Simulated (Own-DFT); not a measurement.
# How strain changes the stress of wurtzite AlN, 128 atoms (Al64N64)

Calculated results; nothing here was measured. They come from Own-DFT, an in-house plane-wave density functional program, since retired, whose code no person has reviewed. Each row is one single-point run on a periodic cell that was not relaxed, without spin or spin-orbit coupling.

Settings of every run: PBE; PseudoDojo norm-conserving scalar-relativistic files; cutoff 42 hartree; 2 x 2 x 2 k mesh centred on Gamma; Fermi-Dirac smearing of 0.1 eV.

Known limits: forces on such cells passed a denser k mesh, each cell not checked; stress not checked against mesh or cutoff.

Unstrained cell vectors in Å: (12.448, 0.000, 0.000); (-6.224, 10.780, 0.000); (0.000, 0.000, 9.964). The unstrained cell has measured lattice constants (interpolated for alloys), not those of this functional. That, the random moves and any unrelaxed bonds set the pressure at no strain. Each run strains this cell uniformly, with the atoms carried along. Every atom was also moved at random, by a Gaussian of width 0.05 Å on each axis. Strain is the symmetric tensor, in per cent. Stress is positive in tension, and the pressure is minus a third of its trace.

| run | e_xx (%) | e_yy (%) | e_zz (%) | e_yz (%) | e_xz (%) | e_xy (%) | s_xx (GPa) | s_yy (GPa) | s_zz (GPa) | s_yz (GPa) | s_xz (GPa) | s_xy (GPa) | P (GPa) | E (meV/atom) |
|---|---|---|---|---|---|---|---|---|---|---|---|---|---|---|
| 1 | 0.85 | -0.35 | 1.45 | -0.46 | -1.73 | 0.77 | -1.87 | -4.57 | 1.18 | -1.87 | -4.25 | 2.93 | 1.76 | 1.9 |
| 2 | 1.92 | -0.13 | -0.23 | -0.88 | -1.68 | 0.30 | 2.28 | -3.71 | -5.95 | -2.12 | -4.26 | 1.05 | 2.46 | 5.9 |
| 3 | 1.99 | 1.10 | 0.05 | -0.20 | 1.53 | 0.31 | 5.26 | -0.03 | -2.62 | -0.05 | 3.30 | 0.81 | -0.87 | 0.0 |
| 4 | -0.94 | -1.22 | -0.84 | 0.01 | 1.73 | 0.17 | -13.37 | -12.38 | -11.46 | -0.04 | 4.31 | -0.06 | 12.40 | 26.7 |
| 5 | 0.78 | -0.24 | 1.82 | -0.80 | -0.98 | 1.52 | -0.20 | -5.61 | 2.71 | -1.86 | -2.27 | 4.50 | 1.03 | 5.9 |
| 6 | 0.85 | -0.86 | -1.35 | -0.08 | -1.66 | -0.52 | -4.84 | -10.34 | -11.05 | -0.31 | -4.15 | -2.18 | 8.74 | 22.7 |
| 7 | 0.72 | 0.49 | -0.51 | 0.47 | 0.76 | -0.64 | -2.12 | -4.54 | -5.67 | 1.48 | 1.81 | -1.86 | 4.11 | 5.6 |
| 8 | -0.59 | 1.08 | 1.15 | 0.72 | -1.69 | -0.48 | -7.60 | 0.38 | -1.35 | 1.30 | -4.95 | -1.56 | 2.85 | 12.8 |
| 9 | -0.60 | 1.49 | -0.88 | -1.10 | -1.22 | -0.99 | -8.99 | 0.62 | -8.82 | -2.22 | -2.73 | -3.80 | 5.73 | 14.3 |
| 10 | -0.16 | 0.85 | -1.29 | 1.02 | 0.47 | -1.64 | -6.91 | -2.96 | -10.21 | 2.80 | 1.88 | -6.09 | 6.69 | 4.6 |
| 11 | 0.72 | 0.74 | 0.76 | 0.67 | 1.06 | -1.59 | -0.96 | -1.31 | -1.89 | 1.60 | 2.61 | -5.58 | 1.39 | 12.6 |
| 12 | -0.24 | -1.53 | -0.37 | 1.51 | 0.40 | -1.09 | -8.61 | -14.30 | -8.77 | 4.23 | 1.88 | -3.23 | 10.56 | 25.4 |
| 13 | 1.77 | -1.72 | -0.72 | 1.83 | 1.86 | -1.78 | 0.06 | -13.63 | -8.33 | 5.69 | 4.18 | -5.96 | 7.30 | 24.6 |
| 14 | -1.09 | -1.58 | 0.11 | -0.67 | -1.66 | -1.59 | -15.00 | -14.65 | -7.07 | -2.26 | -4.27 | -6.77 | 12.24 | 47.6 |
| 15 | 0.55 | 0.09 | 0.72 | -0.99 | -1.74 | 1.92 | ? | ? | ? | ? | ? | ? | ? | ? |

E is the free energy for each atom above the lowest run shown.

## Worked fit

Each stress component was fitted by least squares to a constant and the strains of the runs shown, as fractions, with shears doubled. Shear strains stay in the fit of a normal stress only where such slopes are resolved. The slopes, in GPa:

```
stress  at no strain  per e_xx  per e_yy  per e_zz  scatter
  s_xx          -6.5  518 ± 21  119 ± 19   88 ± 22     0.77
  s_yy          -5.8   70 ± 24  482 ± 23   84 ± 25     0.89
  s_zz          -5.7   93 ± 16   75 ± 15  411 ± 17     0.61
```

Each shear stress against twice its own strain: yz 127 ± 10, xz 123 ± 7, xy 182 ± 9 GPa. These are stiffnesses along x, y and z of the frame in which the cell vectors are given, which need not be the crystal's axes. The atoms are held to the strained lattice; where symmetry lets them move under strain, relaxing them would lower some slopes. The table should be nearly symmetric about its diagonal, and what it lacks of that shows the noise. A ninth of its sum, 216 ± 5 GPa, estimates the bulk modulus near the mean pressure of these runs, 5.5 GPa, so it lies above the value at zero pressure.

## Withheld run

Question: what normal stresses and pressure should run 15 give?

The fit gives s_xx = -2.9, s_yy = -4.4, s_zz = -2.2 and P = 3.1 GPa. The calculation gave -2.54, -4.53, -2.32 and P = 3.13 GPa.
